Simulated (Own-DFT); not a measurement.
Simulation results for Si12O23 (quartz with two neutral oxygen vacancies, atoms displaced)

A calculation, not a measurement: plane-wave PBE and HSE06 DFT by an unreviewed code, no spin, of a simulated cell at Gamma alone, so results move with cell size and shape, stress positive in tension, energies less offsets, not probed for a lower state with spin; oxygen file: force components 24 meV/angstrom off all-electron in a glass; k mesh not checked against a denser one; forces and stress are PBE's, HSE06 gives the energy alone, and its difference from PBE has offsets of its own; offsets are fitted by least squares, one for each functional and potential file, so energies compare only between cells with the same atoms and settings and are not formation energies; the far tail of each file's local potential was reset to the Coulomb form; each entry is a single point on an unrelaxed cell, so the pressure reflects the starting lattice, mostly measured values (interpolated for alloys), from which strain is counted, and rises with the displacements; printed positions are rounded, which can move forces by about a meV/angstrom; the program, named Own-DFT, is a retired in-house code; no spin-orbit coupling. Program: Own-DFT development build.

Settings shared by all entries: first functional PBE; second functional HSE06; exact exchange share 0.25; screening 0.11 1/bohr; exchange divergence Gygi-Baldereschi; potential files PseudoDojo norm-conserving, scalar-relativistic, made for PBE, standard set; wave cutoff 48 hartree; occupations fixed; k mesh 1 x 1 x 1 centred on Gamma.

(1) Si12O23 (quartz with two neutral oxygen vacancies, atoms displaced)

```
Si12O23
1.0
      9.8268     0.0000     0.0000
     -4.9134     8.5103     0.0000
      0.0000     0.0000    10.8104
Si O Si O Si O Si O Si O Si O Si O Si O
3 6 3 6 3 6 3 6 3 6 3 6 3 4 3 6
Direct
  0.23693 0.00513 0.00034
  0.99245 0.23039 0.33158
  0.26927 0.26549 0.17897
  0.21084 0.13099 0.07225
  0.42896 0.29091 0.23314
  0.36352 0.06808 0.38993
  0.06024 0.36920 0.44049
  0.13200 0.20121 0.27838
  0.29868 0.41990 0.10824
  0.23764 0.00011 0.49834
  0.99654 0.22579 0.83710
  0.26370 0.26394 0.66637
  0.19647 0.12923 0.55915
  0.42590 0.28673 0.74060
  0.35933 0.07069 0.89299
  0.06507 0.36159 0.92974
  0.14290 0.21112 0.77083
  0.29918 0.44004 0.61165
  0.23460 0.49862 0.00023
  0.99855 0.73304 0.32972
  0.26319 0.75671 0.17283
  0.20744 0.63460 0.06594
  0.43358 0.79918 0.22491
  0.36056 0.57245 0.39283
  0.07401 0.86851 0.43858
  0.13924 0.71554 0.27898
  0.27780 0.91828 0.10950
  0.22655 0.49917 0.49458
  0.99161 0.72960 0.83770
  0.26128 0.76339 0.66360
  0.20985 0.64182 0.56460
  0.42888 0.78725 0.72742
  0.37781 0.58656 0.89579
  0.07991 0.87522 0.94803
  0.14225 0.71506 0.77536
  0.29085 0.91826 0.60890
  0.74245 0.00756 0.99969
  0.51004 0.23573 0.33509
  0.75703 0.27128 0.15848
  0.70621 0.13300 0.05851
  0.92501 0.28381 0.22852
  0.86188 0.07530 0.39283
  0.56668 0.36136 0.44367
  0.63941 0.21379 0.26391
  0.79633 0.43504 0.10091
  0.72941 0.00418 0.50347
  0.50614 0.23729 0.84115
  0.76490 0.27373 0.66525
  0.70205 0.12461 0.55463
  0.92326 0.29280 0.73427
  0.85894 0.06913 0.89464
  0.57603 0.35981 0.93977
  0.63307 0.20396 0.77292
  0.80129 0.43579 0.60622
  0.72984 0.49657 0.00025
  0.49014 0.74081 0.32936
  0.76627 0.76473 0.17389
  0.93097 0.80092 0.22813
  0.85608 0.56308 0.39826
  0.57889 0.88186 0.43745
  0.63534 0.71564 0.27517
  0.73264 0.50710 0.49832
  0.50501 0.73885 0.83285
  0.77268 0.77568 0.67057
  0.70752 0.62657 0.56131
  0.92938 0.80336 0.73246
  0.85924 0.56616 0.88407
  0.57204 0.86407 0.93934
  0.63189 0.69343 0.77684
  0.80886 0.94279 0.60209
```

| Property | Result |
| --- | --- |
| PBE energy of cell above offsets | -15.390 eV |
| HSE06 less PBE above offsets | 0.206 eV |
| PBE pressure | 9.09 GPa |
| PBE stress xx | -8.11 GPa |
| PBE stress yy | -7.92 GPa |
| PBE stress zz | -11.23 GPa |
| PBE stress yz | 0.28 GPa |
| PBE stress xz | 1.87 GPa |
| PBE stress xy | -0.14 GPa |

Force:
```tsv
element	x (eV/Å)	y (eV/Å)	z (eV/Å)
Si	1.015	-0.229	2.513
Si	2.46	0.05	2.494
Si	-0.374	-1.52	-1.666
O	-0.817	1.043	0.048
O	0.97	0.833	0.004
O	1.623	1.174	-0.823
O	0.304	-0.256	-0.332
O	-0.861	0.163	1.163
O	-1.768	2.121	-1.558
Si	-0.638	-0.571	1.678
Si	1.121	-0.108	-4.551
Si	2.944	2.528	-1.607
O	1.047	0.097	-0.192
O	-2.95	1.079	-3.496
O	2.071	1.354	-1.052
O	1.809	4.402	4.55
O	-4.115	-1.587	3.639
O	-0.121	-1.599	-0.868
Si	0.996	-0.45	-0.8
Si	-0.971	-0.198	3.333
Si	-1.328	4.379	-1.876
O	0.593	-3.055	-1.841
O	-3.037	1.37	-3.416
O	0.756	1.525	-1.778
O	-0.44	-1.138	-0.365
O	0.478	-1.676	0.906
O	1.858	-0.902	1.215
Si	-0.01	0.24	3.65
Si	3.324	3.862	-0.116
Si	3.001	0.961	5.374
O	0.694	-5.191	-5.173
O	-1.956	0.833	-2.213
O	-2.301	-4.423	2.804
O	-3.123	-4.679	-3.18
O	-2.945	-0.835	2.178
O	-1.898	4.816	-2.642
Si	-1.737	-6.124	3.863
Si	-2.241	-1.456	0.656
Si	5.973	-0.129	-0.405
O	-1.331	1.238	0.075
O	-4.493	1.811	-4.654
O	-0.074	-1.297	0.499
O	0.655	0.796	0.877
O	-1.927	-1.321	2.913
O	2.692	-1.176	2.456
Si	6.234	-3.055	-3.216
Si	-0.494	-5.354	-3.424
Si	1.684	-2.276	-0.016
O	-5.463	8.322	5.169
O	-0.573	-0.417	-1.233
O	2.998	0.735	-3.216
O	-0.342	2.421	3.736
O	0.084	-0.093	0.078
O	-0.404	-0.017	-0.377
Si	-2.429	5.288	-0.883
Si	5.262	-0.959	5.52
Si	-1.086	0.519	-5.26
O	0.845	0.111	0.177
O	3.752	3.686	-5.341
O	-2.46	-4.323	-2.388
O	-1.808	-0.864	1.849
Si	0.829	-5.774	1.474
Si	1.121	0.221	-1.099
Si	-2.052	-1.421	-1.655
O	-3.714	5.998	3.688
O	1.141	0.276	0.26
O	-0.562	-1.465	1.049
O	0.932	2.909	1.957
O	0.737	1.277	-1.037
O	0.842	-2.501	1.902
```

(2) Si12O23 (quartz with two neutral oxygen vacancies, atoms displaced)

```
Si12O23
1.0
      9.8268     0.0000     0.0000
     -4.9134     8.5103     0.0000
      0.0000     0.0000    10.8104
Si O Si O Si O Si O Si O Si O Si O Si O
3 6 3 6 3 6 3 6 3 5 3 6 3 5 3 6
Direct
  0.23695 0.00277 0.00294
  0.99958 0.22999 0.32717
  0.26965 0.26326 0.17158
  0.21192 0.13121 0.05890
  0.42006 0.28048 0.23077
  0.36667 0.07207 0.39204
  0.07319 0.37134 0.44127
  0.13211 0.20569 0.27918
  0.28777 0.41778 0.10566
  0.23516 0.00001 0.50137
  0.00173 0.23830 0.82726
  0.26670 0.26144 0.66314
  0.21828 0.13788 0.56218
  0.42822 0.29101 0.72899
  0.36471 0.06371 0.89504
  0.07733 0.35874 0.94354
  0.13606 0.21479 0.76975
  0.29018 0.42751 0.61115
  0.23827 0.50300 0.00544
  0.00283 0.73533 0.32839
  0.26461 0.75792 0.16866
  0.20678 0.63438 0.06227
  0.42384 0.79527 0.22791
  0.36393 0.57909 0.39292
  0.09243 0.88030 0.44738
  0.13599 0.70417 0.26958
  0.28405 0.91527 0.11122
  0.24655 0.52040 0.50539
  0.00026 0.74523 0.83150
  0.26729 0.76292 0.67002
  0.20625 0.63558 0.55844
  0.42794 0.80843 0.72492
  0.36870 0.57615 0.89809
  0.07434 0.85828 0.93243
  0.13781 0.70277 0.77833
  0.29919 0.91640 0.60423
  0.72983 0.99232 0.98911
  0.48828 0.21950 0.32816
  0.77185 0.26645 0.17551
  0.70722 0.13862 0.05128
  0.92056 0.28161 0.23157
  0.57951 0.36468 0.43263
  0.63436 0.20931 0.27339
  0.78165 0.41639 0.10635
  0.72619 0.99573 0.49438
  0.50616 0.22750 0.83646
  0.76915 0.27298 0.67037
  0.71008 0.13710 0.56180
  0.92963 0.28732 0.72295
  0.86763 0.08089 0.89810
  0.57724 0.37364 0.94136
  0.62696 0.19335 0.78180
  0.79518 0.41775 0.60889
  0.72813 0.49605 0.99903
  0.50443 0.73954 0.33704
  0.77319 0.77753 0.16832
  0.70205 0.63302 0.05917
  0.91807 0.79179 0.21920
  0.87127 0.57848 0.39012
  0.64268 0.70959 0.27819
  0.79588 0.93154 0.11260
  0.74294 0.50410 0.50327
  0.49626 0.73457 0.83170
  0.75851 0.75491 0.66570
  0.70388 0.63089 0.55976
  0.92920 0.79385 0.72516
  0.87269 0.57500 0.89237
  0.58082 0.87401 0.93298
  0.62771 0.70485 0.77238
  0.79064 0.92221 0.60852
```

| Quantity | Value |
| --- | --- |
| PBE energy of cell above offsets | -14.724 eV |
| HSE06 less PBE above offsets | 0.052 eV |
| PBE pressure | 10.31 GPa |
| PBE stress xx | -13.61 GPa |
| PBE stress yy | -9.45 GPa |
| PBE stress zz | -7.87 GPa |
| PBE stress yz | -0.16 GPa |
| PBE stress xz | -0.99 GPa |
| PBE stress xy | -0.15 GPa |

Force:
```tsv
element	x (eV/Å)	y (eV/Å)	z (eV/Å)
Si	1.484	-4.62	-1.197
Si	-1.679	-0.518	8.123
Si	-3.129	-1.007	-1.708
O	-2.136	2.575	2.013
O	-0.617	1.724	-2.086
O	-0.975	-3.36	1.73
O	0.831	0.378	-0.56
O	4.252	-0.585	-2.302
O	0.988	0.277	1.372
Si	7.133	4.87	4.383
Si	1.236	-0.897	3.843
Si	-0.237	3.57	3.084
O	-0.235	-2.055	-2.334
O	0.829	-0.289	0.57
O	0.729	0.994	-0.487
O	-0.054	1.26	0.178
O	1.146	-1.104	-0.149
O	0.285	0.981	-0.584
Si	-1.198	-1.941	-1.836
Si	-0.198	2.498	0.328
Si	-0.285	1.86	-1.109
O	0.114	-1.604	-1.319
O	2.93	0.215	1.276
O	1.408	0.287	-0.959
O	-6.826	-9.496	-6.678
O	-2.747	-0.96	2.723
O	-0.969	2.002	-1.118
Si	0.946	-8.458	-1.858
Si	2.955	-7.038	-2.149
Si	-3.284	-1.193	0.04
O	-2.887	3.122	2.078
O	4.832	-0.636	2.515
O	0.208	0.312	-0.407
O	1.005	6.643	6.276
O	-1.301	0.119	-0.057
O	-2.146	3.619	-1.999
Si	2.102	6.207	6.887
Si	4.868	4.231	2.614
Si	-3.903	-2.012	-5.483
O	0.727	-0.498	1.328
O	0.774	1.956	-1.708
O	0.444	0.842	0.939
O	-0.042	-1.217	0.647
O	0.497	1.163	0.459
Si	1.276	0.277	-1.272
Si	-5.524	1.645	1.698
Si	1.824	-7.489	2.519
O	-0.427	-0.497	0.079
O	-2.444	1.404	-1.859
O	2.179	0.544	-2.579
O	-3.061	-4.883	-3.149
O	5.171	0.499	-3.01
O	-2.791	6.68	-2.978
Si	3.918	4.383	1.633
Si	1.262	2.42	0.279
Si	-5.578	-4.694	-3.022
O	-0.117	1.11	0.74
O	9.048	0.692	4.572
O	-0.253	-0.561	1.294
O	-1.512	-0.185	0.658
O	-1.873	2.574	-2.627
Si	-0.896	-3.191	-2.39
Si	-0.784	0.724	-0.715
Si	0.115	3.288	1.467
O	0.248	-1.434	-1.082
O	-2.64	0.473	-2.727
O	-1.165	-0.57	0.511
O	-3.881	-4.886	-2.376
O	0.626	-0.589	-0.159
O	-0.597	0.051	-0.825
```

(3) Si12O23 (quartz with two neutral oxygen vacancies, atoms displaced)

```
Si12O23
1.0
      9.8268     0.0000     0.0000
     -4.9134     8.5103     0.0000
      0.0000     0.0000    10.8104
Si O Si O Si O Si O Si O Si O Si O Si O
3 6 3 6 3 6 3 6 3 6 3 6 3 4 3 6
Direct
  0.23111 0.00034 0.00490
  0.99915 0.23622 0.32875
  0.27437 0.28466 0.16887
  0.20431 0.13539 0.06676
  0.42309 0.30099 0.22973
  0.37015 0.07177 0.39110
  0.06953 0.36778 0.44130
  0.14403 0.20788 0.27597
  0.29879 0.43389 0.11442
  0.24272 0.00257 0.50755
  0.00175 0.24074 0.82615
  0.26355 0.24980 0.66517
  0.21273 0.13660 0.55981
  0.42426 0.29963 0.71329
  0.36478 0.06957 0.89257
  0.08791 0.37379 0.94369
  0.13002 0.20757 0.77723
  0.29824 0.43156 0.60207
  0.23879 0.51107 0.00067
  0.00078 0.73831 0.33619
  0.25594 0.75755 0.16961
  0.20925 0.63005 0.05785
  0.43319 0.79853 0.22967
  0.36327 0.58108 0.39625
  0.08118 0.87186 0.44203
  0.13912 0.71572 0.27035
  0.28689 0.92001 0.11077
  0.23618 0.49967 0.49906
  0.00164 0.73658 0.83672
  0.26515 0.76302 0.67173
  0.21502 0.63787 0.55929
  0.42865 0.79474 0.72259
  0.36660 0.57932 0.88392
  0.07536 0.87102 0.94176
  0.14091 0.70302 0.77154
  0.28203 0.91068 0.61033
  0.74828 0.00616 0.99581
  0.50454 0.23324 0.33085
  0.76459 0.25893 0.17644
  0.71058 0.13717 0.06412
  0.92388 0.29442 0.22187
  0.86246 0.06578 0.38941
  0.58635 0.37062 0.43603
  0.62836 0.20660 0.27455
  0.79375 0.42896 0.10000
  0.72945 0.99588 0.49661
  0.50203 0.24187 0.83172
  0.76487 0.27650 0.66095
  0.71267 0.13520 0.55122
  0.92265 0.28621 0.71993
  0.86113 0.06930 0.89524
  0.57291 0.37096 0.93517
  0.63440 0.21875 0.77326
  0.79914 0.42657 0.61293
  0.72259 0.49982 0.00116
  0.50289 0.73223 0.33682
  0.76814 0.76270 0.17436
  0.69585 0.61659 0.06454
  0.87187 0.57070 0.39273
  0.57590 0.87177 0.44153
  0.63858 0.71788 0.27085
  0.72876 0.50385 0.49191
  0.51314 0.74443 0.83794
  0.75848 0.76114 0.66451
  0.70821 0.62960 0.55586
  0.91915 0.78329 0.72923
  0.86477 0.57170 0.89199
  0.56585 0.85744 0.94449
  0.64346 0.70967 0.77692
  0.78755 0.92200 0.60167
```

| Item | Value |
| --- | --- |
| PBE energy of cell above offsets | -14.200 eV |
| HSE06 less PBE above offsets | 0.121 eV |
| PBE pressure | 10.72 GPa |
| PBE stress xx | -11.91 GPa |
| PBE stress yy | -11.17 GPa |
| PBE stress zz | -9.07 GPa |
| PBE stress yz | -2.22 GPa |
| PBE stress xz | 3.76 GPa |
| PBE stress xy | -0.88 GPa |

Force:
```tsv
element	x (eV/Å)	y (eV/Å)	z (eV/Å)
Si	1.478	1.799	0.443
Si	1.844	-1.071	1.808
Si	-0.016	-6.512	-0.021
O	0.261	0.516	-0.173
O	4.78	0.147	2.212
O	-0.385	-0.182	1.367
O	-0.324	-0.836	-1.191
O	-3.195	0.155	1.37
O	-2.452	5.441	-3.253
Si	0.803	-1.383	-2.431
Si	-1.178	0.384	3.703
Si	-6.863	5.98	1.932
O	-0.36	-3.349	-3.341
O	6.129	0.3	4.041
O	-0.045	1.477	-0.284
O	-2.31	-3.752	-2.558
O	3.451	-0.718	-2.15
O	1.482	-3.146	1.883
Si	6.112	-3.091	-2.704
Si	-1.339	0.627	-1.662
Si	5.885	2.479	-3.222
O	-3.987	4.708	3.284
O	-1.516	-0.838	-0.7
O	1.638	-0.477	-1.79
O	-0.537	-0.258	-0.07
O	-4.084	-2.199	4.467
O	-0.352	0.987	-0.841
Si	-1.98	-0.112	1.633
Si	1.043	-1.551	-0.94
Si	3.396	-2.25	-2.081
O	-0.644	-0.395	-0.3
O	3.004	0.54	1.679
O	-0.196	-1.001	1.516
O	-1.068	-1.169	-0.631
O	-4.993	-1.158	4.622
O	-1.44	4.648	-1.548
Si	-5.31	-4.999	7.869
Si	-5.907	1.128	1.19
Si	-4.273	2.618	-5.196
O	0.679	-1.917	-1.119
O	4.395	0.874	2.197
O	0.914	1.519	-1.406
O	-3.172	-4.213	-2.027
O	3.933	-1.076	-1.244
O	0.965	-2.476	2.183
Si	2.47	2.727	0.962
Si	-2.473	-1.997	-0.634
Si	3.02	-8.96	2.546
O	-1.669	2.361	1.874
O	-0.425	0.411	-0.05
O	4.802	4.656	-6.753
O	-2.02	-0.888	-0.212
O	1.895	-0.688	-1.26
O	-4.315	8.809	-5.515
Si	6.911	-2.485	-2.562
Si	-2.375	2.351	-0.562
Si	3.64	2.012	-3.837
O	-4.287	5.884	4
O	0.019	-0.331	0.304
O	-2.474	-3.792	-2.018
O	-1.365	-1.727	2.589
Si	6.849	0.535	2.616
Si	-2.405	-3.409	-4.888
Si	2.269	0.881	-0.5
O	-2.501	2.617	1.538
O	-0.034	0.855	-1.065
O	-0.484	0.01	0.746
O	1.304	5.03	3.963
O	-1.503	-0.602	1.224
O	0.886	-0.46	0.976
```
